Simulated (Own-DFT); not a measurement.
## Calculated data, Si12O23 (quartz with two neutral oxygen vacancies, atoms displaced)

All values are calculated (Own-DFT development build). A calculation, not a measurement: plane-wave PBE and HSE06 DFT by an unreviewed code, no spin, of a simulated cell at Gamma alone, so results move with cell size and shape, stress positive in tension, energies less offsets, not probed for a lower state with spin; oxygen file: force components 24 meV/angstrom off all-electron in a glass; k mesh not checked against a denser one; forces and stress are PBE's, HSE06 gives the energy alone, and its difference from PBE has offsets of its own; offsets are fitted by least squares, one for each functional and potential file, so energies compare only between cells with the same atoms and settings and are not formation energies; the far tail of each file's local potential was reset to the Coulomb form; each entry is a single point on an unrelaxed cell, so the pressure reflects the starting lattice, mostly measured values (interpolated for alloys), from which strain is counted, and rises with the displacements; printed positions are rounded, which can move forces by about a meV/angstrom; the program, named Own-DFT, is a retired in-house code; no spin-orbit coupling.

Settings shared by all entries: first functional PBE; second functional HSE06; exact exchange share 0.25; screening 0.11 1/bohr; exchange divergence Gygi-Baldereschi; potential files PseudoDojo norm-conserving, scalar-relativistic, made for PBE, standard set; wave cutoff 48 hartree; occupations fixed; k mesh 1 x 1 x 1 centred on Gamma.

(1) Si12O23 (quartz with two neutral oxygen vacancies, atoms displaced)

```cif
# cell vector a (Å): 9.8268 0.0000 0.0000
# cell vector b (Å): -4.9134 8.5103 0.0000
# cell vector c (Å): 0.0000 0.0000 10.8104
data_Si12O23
_symmetry_space_group_name_H-M 'P 1'
_symmetry_Int_Tables_number 1
_cell_length_a 9.8268
_cell_length_b 9.8268
_cell_length_c 10.8104
_cell_angle_alpha 90.000
_cell_angle_beta 90.000
_cell_angle_gamma 120.000
_cell_volume 904.06
loop_
_atom_site_label
_atom_site_type_symbol
_atom_site_fract_x
_atom_site_fract_y
_atom_site_fract_z
_atom_site_occupancy
Si1 Si 0.23627 0.00011 0.00505 1
Si2 Si 0.01055 0.23879 0.33651 1
Si3 Si 0.26342 0.26604 0.16980 1
O1 O 0.20915 0.13269 0.06634 1
O2 O 0.42477 0.29188 0.22531 1
O3 O 0.36865 0.06966 0.39068 1
O4 O 0.07497 0.36652 0.43720 1
O5 O 0.12518 0.20389 0.27158 1
O6 O 0.29412 0.43027 0.10594 1
Si4 Si 0.23064 0.99440 0.49920 1
Si5 Si 0.00024 0.23271 0.84173 1
Si6 Si 0.26475 0.26466 0.66546 1
O7 O 0.20668 0.13625 0.56031 1
O8 O 0.37027 0.07496 0.89198 1
O9 O 0.07343 0.36552 0.94145 1
O10 O 0.13023 0.20435 0.76994 1
Si7 Si 0.22949 0.50140 0.99513 1
Si8 Si 0.00088 0.73942 0.33223 1
Si9 Si 0.26363 0.75935 0.16396 1
O11 O 0.21206 0.64127 0.06403 1
O12 O 0.42755 0.79782 0.23043 1
O13 O 0.37270 0.57614 0.39655 1
O14 O 0.06634 0.85637 0.44231 1
O15 O 0.13028 0.70157 0.27288 1
O16 O 0.29312 0.91816 0.10804 1
Si10 Si 0.23837 0.50271 0.49890 1
Si11 Si 0.99394 0.73169 0.83370 1
Si12 Si 0.26276 0.76759 0.66364 1
O17 O 0.20798 0.63328 0.55959 1
O18 O 0.42393 0.78478 0.72432 1
O19 O 0.36859 0.57207 0.89500 1
O20 O 0.07152 0.86292 0.93973 1
O21 O 0.13550 0.70743 0.77775 1
O22 O 0.29248 0.92455 0.60594 1
Si13 Si 0.73522 0.00263 0.00161 1
Si14 Si 0.50094 0.23472 0.33021 1
Si15 Si 0.76627 0.26839 0.17055 1
O23 O 0.70431 0.13551 0.06504 1
O24 O 0.93054 0.28800 0.22541 1
O25 O 0.85937 0.06965 0.39452 1
O26 O 0.56590 0.36632 0.44360 1
O27 O 0.63741 0.20854 0.27275 1
O28 O 0.79462 0.42765 0.10464 1
Si16 Si 0.73557 0.99935 0.50450 1
Si17 Si 0.50310 0.23352 0.83197 1
Si18 Si 0.77082 0.26768 0.66455 1
O29 O 0.70467 0.13399 0.56019 1
O30 O 0.92826 0.29548 0.72676 1
O31 O 0.86218 0.07352 0.89520 1
O32 O 0.57175 0.36471 0.94040 1
O33 O 0.62934 0.20519 0.77141 1
O34 O 0.79304 0.41902 0.60801 1
Si19 Si 0.73763 0.50491 0.00271 1
Si20 Si 0.49542 0.73203 0.33525 1
Si21 Si 0.76515 0.76320 0.17277 1
O35 O 0.70101 0.63461 0.06008 1
O36 O 0.92315 0.79381 0.22868 1
O37 O 0.86506 0.57050 0.38999 1
O38 O 0.57591 0.86446 0.43306 1
O39 O 0.63653 0.70949 0.27758 1
O40 O 0.79250 0.92605 0.10428 1
Si22 Si 0.73878 0.50573 0.50276 1
Si23 Si 0.49377 0.73646 0.83574 1
Si24 Si 0.76684 0.76535 0.67022 1
O41 O 0.70931 0.63467 0.55793 1
O42 O 0.92255 0.79296 0.72113 1
O43 O 0.86456 0.57193 0.89137 1
O44 O 0.56781 0.85716 0.93480 1
O45 O 0.63033 0.70638 0.77314 1
O46 O 0.79207 0.92289 0.61001 1
```

Results for Si12O23 (quartz with two neutral oxygen vacancies, atoms displaced): PBE energy of cell above offsets -20.131 eV; HSE06 less PBE above offsets 0.019 eV; PBE pressure 8.01 GPa; PBE stress xx -6.05 GPa; PBE stress yy -9.38 GPa; PBE stress zz -8.59 GPa; PBE stress yz -2.37 GPa; PBE stress xz 1.47 GPa; PBE stress xy 0.04 GPa.

Force:
| element | x (eV/Å) | y (eV/Å) | z (eV/Å) |
| --- | --- | --- | --- |
| Si | 0.821 | -0.724 | -1.812 |
| Si | -5.965 | -2.937 | 0.205 |
| Si | -0.443 | 1.234 | -0.887 |
| O | -0.45 | -0.633 | -0.684 |
| O | 0.452 | 0.397 | 0.157 |
| O | -0.904 | -0.74 | 0.583 |
| O | -0.131 | 2.179 | 1.821 |
| O | 4.553 | -0.974 | -1.533 |
| O | -0.407 | -0.441 | 0.081 |
| Si | 0.037 | 2.06 | -0.53 |
| Si | -0.273 | -0.09 | -4.375 |
| Si | 1.708 | 3.627 | 0.869 |
| O | 0.693 | -2.966 | -2.391 |
| O | -1.205 | -2.153 | 1.823 |
| O | -1.312 | 0.048 | 0.692 |
| O | -1.322 | -0.466 | 1.603 |
| Si | 2.338 | 1.4 | 2.532 |
| Si | 0.831 | -3.353 | -0.88 |
| Si | 0.266 | 2.877 | 5.839 |
| O | 0.573 | -5.561 | -5.493 |
| O | -0.35 | -0.374 | -0.627 |
| O | -0.37 | -2.126 | -0.014 |
| O | 0.292 | 2.305 | 1.924 |
| O | -0.256 | 0.23 | 0.016 |
| O | -1.27 | 2.745 | -1.174 |
| Si | 1.247 | -2.755 | 2.637 |
| Si | 1.098 | 1.495 | -1.397 |
| Si | 1.567 | -2.208 | 2.338 |
| O | -0.931 | 0.357 | -0.243 |
| O | -1.83 | 0.767 | -1.526 |
| O | -0.793 | -0.942 | 0.013 |
| O | 0.124 | 1.226 | 0.983 |
| O | -0.391 | 0.02 | -0.525 |
| O | -0.665 | 1.804 | -0.694 |
| Si | -2.28 | -1.664 | 0.627 |
| Si | -0.062 | 0.587 | 2.021 |
| Si | 2.506 | 0.392 | -0.842 |
| O | 0.28 | -1.179 | -1.354 |
| O | -0.934 | 0.519 | -0.38 |
| O | 1.827 | 1.896 | -1.078 |
| O | 0.993 | 0.25 | -0.305 |
| O | -1.508 | -0.437 | 1.665 |
| O | 0.598 | 0.308 | 0.825 |
| Si | -0.909 | -0.87 | -0.973 |
| Si | -3.743 | 1.634 | -0.752 |
| Si | -0.425 | -3.102 | 2.035 |
| O | 0.066 | -0.787 | -0.317 |
| O | 1.704 | -0.294 | 1.693 |
| O | 0.546 | -0.2 | -0.598 |
| O | 0.468 | 1.135 | 0.717 |
| O | 2.976 | -0.199 | -1.511 |
| O | -1.889 | 4.344 | -2.21 |
| Si | -1.664 | -1.262 | -1.14 |
| Si | 1.624 | 1.507 | -2.226 |
| Si | -2.601 | 0.739 | -2.515 |
| O | 0.452 | -0.002 | 0.241 |
| O | 1.906 | 0.902 | 0.094 |
| O | 0.068 | 0.225 | 0.03 |
| O | 0.171 | 2.329 | 2.963 |
| O | -0.653 | -0.754 | 0.466 |
| O | 0.642 | -0.716 | 0.922 |
| Si | 0.472 | -3.198 | -1.454 |
| Si | 2.118 | -3.333 | -3.647 |
| Si | -3.929 | -1.732 | -1.302 |
| O | -1.046 | 1.44 | 1.212 |
| O | 4.651 | 0.225 | 2.543 |
| O | -0.288 | -0.902 | 0.31 |
| O | 1.073 | 5.759 | 5.093 |
| O | -0.051 | -0.286 | 0.289 |
| O | -0.49 | 1.399 | -0.461 |

(2) Si12O23 (quartz with two neutral oxygen vacancies, atoms displaced)

```cif
# cell vector a (Å): 9.8268 0.0000 0.0000
# cell vector b (Å): -4.9134 8.5103 0.0000
# cell vector c (Å): 0.0000 0.0000 10.8104
data_Si12O23
_symmetry_space_group_name_H-M 'P 1'
_symmetry_Int_Tables_number 1
_cell_length_a 9.8268
_cell_length_b 9.8268
_cell_length_c 10.8104
_cell_angle_alpha 90.000
_cell_angle_beta 90.000
_cell_angle_gamma 120.000
_cell_volume 904.06
loop_
_atom_site_label
_atom_site_type_symbol
_atom_site_fract_x
_atom_site_fract_y
_atom_site_fract_z
_atom_site_occupancy
Si1 Si 0.23556 0.99071 0.99607 1
Si2 Si 0.99433 0.23218 0.33241 1
Si3 Si 0.26553 0.26315 0.16182 1
O1 O 0.20450 0.13576 0.05723 1
O2 O 0.42727 0.29037 0.22361 1
O3 O 0.36816 0.07493 0.39258 1
O4 O 0.07517 0.37237 0.44044 1
O5 O 0.13255 0.21016 0.27071 1
O6 O 0.29745 0.42988 0.10328 1
Si4 Si 0.24635 0.00072 0.49390 1
Si5 Si 0.00222 0.22779 0.83512 1
Si6 Si 0.25815 0.26483 0.66117 1
O7 O 0.21478 0.13431 0.55679 1
O8 O 0.42346 0.28886 0.73209 1
O9 O 0.36218 0.07229 0.89148 1
O10 O 0.07415 0.37102 0.93991 1
O11 O 0.13345 0.20781 0.77299 1
O12 O 0.28836 0.42259 0.59959 1
Si7 Si 0.23735 0.50111 0.99722 1
Si8 Si 0.00109 0.73840 0.33550 1
Si9 Si 0.26745 0.76498 0.16438 1
O13 O 0.20363 0.63068 0.05617 1
O14 O 0.42891 0.79533 0.22864 1
O15 O 0.37008 0.57940 0.38951 1
O16 O 0.06882 0.86610 0.43971 1
O17 O 0.12965 0.70045 0.27596 1
O18 O 0.29047 0.92305 0.10277 1
Si10 Si 0.23418 0.50082 0.50020 1
Si11 Si 0.00370 0.73349 0.83541 1
Si12 Si 0.26384 0.76752 0.66985 1
O19 O 0.20469 0.63435 0.56009 1
O20 O 0.36994 0.57437 0.89408 1
O21 O 0.06820 0.86255 0.93935 1
O22 O 0.12761 0.70703 0.77404 1
O23 O 0.29243 0.92266 0.60791 1
Si13 Si 0.73170 0.99351 0.00554 1
Si14 Si 0.50156 0.23148 0.32999 1
Si15 Si 0.77599 0.26979 0.17185 1
O24 O 0.71344 0.13231 0.06373 1
O25 O 0.92769 0.29608 0.22597 1
O26 O 0.86769 0.07702 0.38985 1
O27 O 0.56957 0.36298 0.44265 1
O28 O 0.63591 0.20623 0.27386 1
O29 O 0.79623 0.42356 0.11149 1
Si16 Si 0.73645 0.00021 0.49414 1
Si17 Si 0.49939 0.23277 0.83027 1
Si18 Si 0.76776 0.26661 0.66539 1
O30 O 0.70619 0.13076 0.55802 1
O31 O 0.92477 0.29604 0.72155 1
O32 O 0.86911 0.06946 0.89376 1
O33 O 0.57926 0.37020 0.94420 1
O34 O 0.62732 0.21069 0.77205 1
O35 O 0.79459 0.42795 0.60977 1
Si19 Si 0.73655 0.50363 0.00099 1
Si20 Si 0.50119 0.73171 0.33271 1
Si21 Si 0.76106 0.76454 0.16316 1
O36 O 0.71402 0.64100 0.05714 1
O37 O 0.92751 0.79386 0.22926 1
O38 O 0.86873 0.57332 0.39319 1
O39 O 0.57109 0.86321 0.44206 1
O40 O 0.63597 0.70902 0.27651 1
O41 O 0.78967 0.92556 0.10616 1
Si22 Si 0.73202 0.50163 0.49885 1
Si23 Si 0.49882 0.72960 0.83193 1
Si24 Si 0.76079 0.76130 0.66711 1
O42 O 0.70737 0.63237 0.55542 1
O43 O 0.92404 0.79408 0.73142 1
O44 O 0.86980 0.57924 0.89417 1
O45 O 0.57525 0.86743 0.94088 1
O46 O 0.79362 0.92588 0.60750 1
```

Results for Si12O23 (quartz with two neutral oxygen vacancies, atoms displaced): PBE energy of cell above offsets -20.468 eV; HSE06 less PBE above offsets -0.049 eV; PBE pressure 8.13 GPa; PBE stress xx -7.97 GPa; PBE stress yy -9.73 GPa; PBE stress zz -6.7 GPa; PBE stress yz 1.79 GPa; PBE stress xz 0.47 GPa; PBE stress xy -0.04 GPa.

Force:
| element | x (eV/Å) | y (eV/Å) | z (eV/Å) |
| --- | --- | --- | --- |
| Si | -3.487 | 2.489 | 0.202 |
| Si | 2.717 | 3.721 | -0.078 |
| Si | -0.703 | 1.177 | 1.141 |
| O | 1.216 | -2.727 | -1.886 |
| O | 0.162 | 0.058 | 0.05 |
| O | 2.039 | 0.106 | -2.484 |
| O | -1.123 | -2.09 | -1.486 |
| O | 0.123 | -0.119 | 0.057 |
| O | 0.603 | -0.349 | 0.738 |
| Si | -4.139 | -2.205 | 3.298 |
| Si | -3.62 | 2.418 | 0 |
| Si | 3.115 | -0.916 | 1.518 |
| O | -0.119 | -0.475 | -0.424 |
| O | -3.371 | 1.151 | -2.692 |
| O | 0.998 | 0.002 | -0.665 |
| O | -0.389 | -1.536 | -1.17 |
| O | 1.599 | -0.418 | -0.951 |
| O | 1.14 | 0.361 | 1.356 |
| Si | -0.405 | -0.618 | 0.81 |
| Si | 0.33 | -1.775 | -1.006 |
| Si | -0.745 | -1.764 | 1.455 |
| O | -0.314 | 1.164 | 0.688 |
| O | -0.387 | 0.381 | -0.963 |
| O | -1.495 | -3.385 | 2.079 |
| O | 1.398 | 2.516 | 1.9 |
| O | 1.375 | 0.781 | -1.275 |
| O | 1.176 | -0.154 | 1.467 |
| Si | -0.417 | 2.135 | -1.929 |
| Si | -3.602 | 0.697 | -0.672 |
| Si | 3.582 | -2.288 | 1.669 |
| O | 0.01 | 0.081 | 0.099 |
| O | 0.364 | -1.477 | 0.01 |
| O | 0.374 | 1.533 | 1.533 |
| O | 2.938 | -0.796 | -1.234 |
| O | -0.691 | 2.439 | -1.37 |
| Si | -0.428 | 3.086 | -3.241 |
| Si | -0.373 | 2.117 | 0.471 |
| Si | -4.366 | -2.316 | -2.709 |
| O | -0.653 | 0.8 | 0.548 |
| O | 3.987 | 0.848 | 1.78 |
| O | -0.394 | -2.257 | 0.41 |
| O | -0.187 | -0.569 | -0.732 |
| O | 0.787 | -0.461 | 0.126 |
| O | -1.545 | 2.627 | -1.763 |
| Si | -0.384 | -0.989 | 2.415 |
| Si | -1.809 | 1.216 | 3.742 |
| Si | -2.283 | -1.175 | -0.339 |
| O | -0.412 | 0.47 | 0.135 |
| O | 3.797 | -0.56 | 2.762 |
| O | -0.692 | -1.059 | 0.911 |
| O | -1.23 | -2.016 | -1.459 |
| O | 4.437 | -0.751 | -2.008 |
| O | -1.04 | 1.185 | -1.247 |
| Si | 2.424 | -0.966 | 0.746 |
| Si | -0.631 | 2.431 | 0.045 |
| Si | 2.131 | 0.633 | 2.948 |
| O | -0.659 | -0.797 | -0.793 |
| O | -1.882 | 0.351 | -1.645 |
| O | -0.524 | -0.698 | 0.367 |
| O | 0.059 | 0.226 | -0.238 |
| O | 1.475 | -0.344 | -1.072 |
| O | 1.967 | -0.794 | 2.384 |
| Si | 2.781 | -2.148 | -0.375 |
| Si | 0.492 | 2.811 | -3.677 |
| Si | -1.207 | 0.006 | 1.569 |
| O | -1.778 | 1.872 | 1.213 |
| O | -0.259 | -0.023 | -0.357 |
| O | -0.591 | -2.199 | 1.047 |
| O | -0.983 | -1.452 | -0.735 |
| O | -0.277 | 0.775 | -1.021 |
